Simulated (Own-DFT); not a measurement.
# Strain and stress in C40 NbSi2, 36 atoms (Nb12Si24)

Everything here is calculated. The program is Own-DFT (plane waves, in-house, since retired, never reviewed by a person); positions were held fixed, and spin and spin-orbit coupling were off.

Common settings: PBE; PseudoDojo norm-conserving scalar-relativistic files; cutoff 42 hartree; 4 x 4 x 5 k mesh centred on Gamma; cold (Marzari-Vanderbilt) smearing of 0.2 eV.

Caveats: forces on such cells failed a check on a denser k mesh; stress not checked against mesh or cutoff.

Unstrained cell vectors in Å: (0.000, 8.324, 0.000); (-9.613, 0.000, 0.000); (0.000, 0.000, 6.586). The unstrained cell was taken from the Materials Project. The random moves and any unrelaxed bonds add to the pressure at no strain. The cell is deformed uniformly in each run, and the atoms keep their fractional places. Each coordinate of each atom was shifted by a normal deviate of width 0.05 Å. Stress is counted positive in tension, P = -(s_xx + s_yy + s_zz)/3, and strain components are those of the symmetric tensor.

| run | e_xx (%) | e_yy (%) | e_zz (%) | e_yz (%) | e_xz (%) | e_xy (%) | s_xx (GPa) | s_yy (GPa) | s_zz (GPa) | s_yz (GPa) | s_xz (GPa) | s_xy (GPa) | P (GPa) | E (meV/atom) |
|---|---|---|---|---|---|---|---|---|---|---|---|---|---|---|
| 1 | 0.24 | -0.62 | 0.41 | 1.31 | -0.07 | 0.30 | -2.85 | -4.44 | -2.39 | 4.65 | -0.19 | 0.71 | 3.23 | 23.9 |
| 2 | 0.50 | -0.73 | -0.44 | 0.12 | 0.79 | 1.25 | -1.97 | -5.52 | -6.33 | 0.69 | 2.57 | 3.64 | 4.61 | 16.2 |
| 3 | -1.85 | 1.11 | 0.61 | 1.12 | -1.17 | 1.85 | -8.31 | 0.59 | -1.64 | 3.52 | -3.55 | 5.58 | 3.12 | 15.9 |
| 4 | -0.10 | -1.68 | 1.58 | 1.04 | -0.48 | -1.74 | -4.03 | -6.91 | 1.77 | 2.88 | -0.49 | -5.90 | 3.06 | 18.1 |
| 5 | -0.28 | -0.51 | -1.21 | 0.93 | 1.48 | -0.63 | -5.11 | -6.09 | -11.58 | 3.39 | 4.72 | -1.70 | 7.59 | 35.8 |
| 6 | -0.07 | -1.29 | -1.14 | -0.74 | 0.90 | 1.05 | -4.70 | -8.30 | -10.41 | -1.95 | 3.40 | 3.19 | 7.81 | 14.9 |
| 7 | 1.12 | 1.78 | -1.86 | -0.01 | -0.74 | -0.10 | 1.33 | 3.48 | -9.58 | -0.36 | -2.81 | -0.27 | 1.59 | 2.4 |
| 8 | 1.82 | 0.09 | 0.26 | 0.69 | -0.90 | 0.15 | 3.80 | -0.21 | -1.43 | 2.45 | -2.66 | 0.47 | -0.72 | 7.1 |
| 9 | -0.76 | -0.10 | -1.34 | 0.02 | 1.23 | 1.56 | -6.95 | -4.89 | -10.23 | 0.26 | 4.51 | 4.54 | 7.36 | 17.5 |
| 10 | 0.11 | -1.00 | 0.88 | -1.30 | 0.00 | 1.88 | -2.50 | -4.76 | -1.08 | -4.44 | 0.13 | 5.77 | 2.78 | 13.6 |
| 11 | 1.88 | 1.43 | -0.90 | -0.44 | 0.74 | 1.86 | 4.08 | 3.69 | -4.90 | -1.58 | 2.40 | 4.85 | -0.95 | 0.0 |
| 12 | 0.24 | -0.35 | -1.98 | 1.10 | 1.92 | 0.31 | -3.47 | -4.50 | -15.03 | 3.92 | 6.01 | 1.18 | 7.67 | 29.9 |
| 13 | -0.67 | 0.59 | 1.45 | 1.31 | 1.26 | 1.42 | -3.36 | 0.00 | 2.29 | 4.00 | 3.61 | 4.41 | 0.36 | 13.0 |
| 14 | -0.26 | -0.47 | 1.89 | 1.30 | 0.56 | 0.09 | -2.12 | -2.58 | 3.84 | 3.43 | 1.49 | 0.34 | 0.28 | 4.1 |
| 15 | -0.90 | 1.15 | 1.79 | 0.49 | 1.09 | -1.88 | ? | ? | ? | ? | ? | ? | ? | ? |

E is the free energy for each atom above the lowest run shown.

## Fit

Least squares on the runs shown: each stress against a constant and the strains, taken as fractions with shears doubled. Shear strains stay in the fit of a normal stress only where such slopes are resolved. The slopes, in GPa:

```
stress  at no strain  per e_xx  per e_yy  per e_zz  scatter
  s_xx          -2.9  353 ± 12   84 ± 12    74 ± 9     0.42
  s_yy          -2.5   94 ± 12  361 ± 12    89 ± 9     0.41
  s_zz          -4.1   89 ± 21  111 ± 20  474 ± 16     0.71
```

The slope of each shear stress on twice its own strain, from a fit on all six strains: yz 180 ± 6, xz 150 ± 7, xy 153 ± 8 GPa. These are stiffnesses along x, y and z of the frame in which the cell vectors are given, which need not be the crystal's axes. The atoms are held to the strained lattice; where symmetry lets them move under strain, relaxing them would lower some slopes. Slopes across the diagonal should nearly agree, so their difference gauges the noise. A ninth of the table's sum, 192 ± 7 GPa, estimates the bulk modulus near the mean pressure of these runs, 3.4 GPa, so it lies above the value at zero pressure.

## Withheld run

Question: what normal stresses and pressure should run 15 give?

Estimate: s_xx = -3.8, s_yy = 2.5, s_zz = 4.8 and P = -1.2 GPa. DFT gave -4.01, 2.62, 4.17 and P = -0.93 GPa.
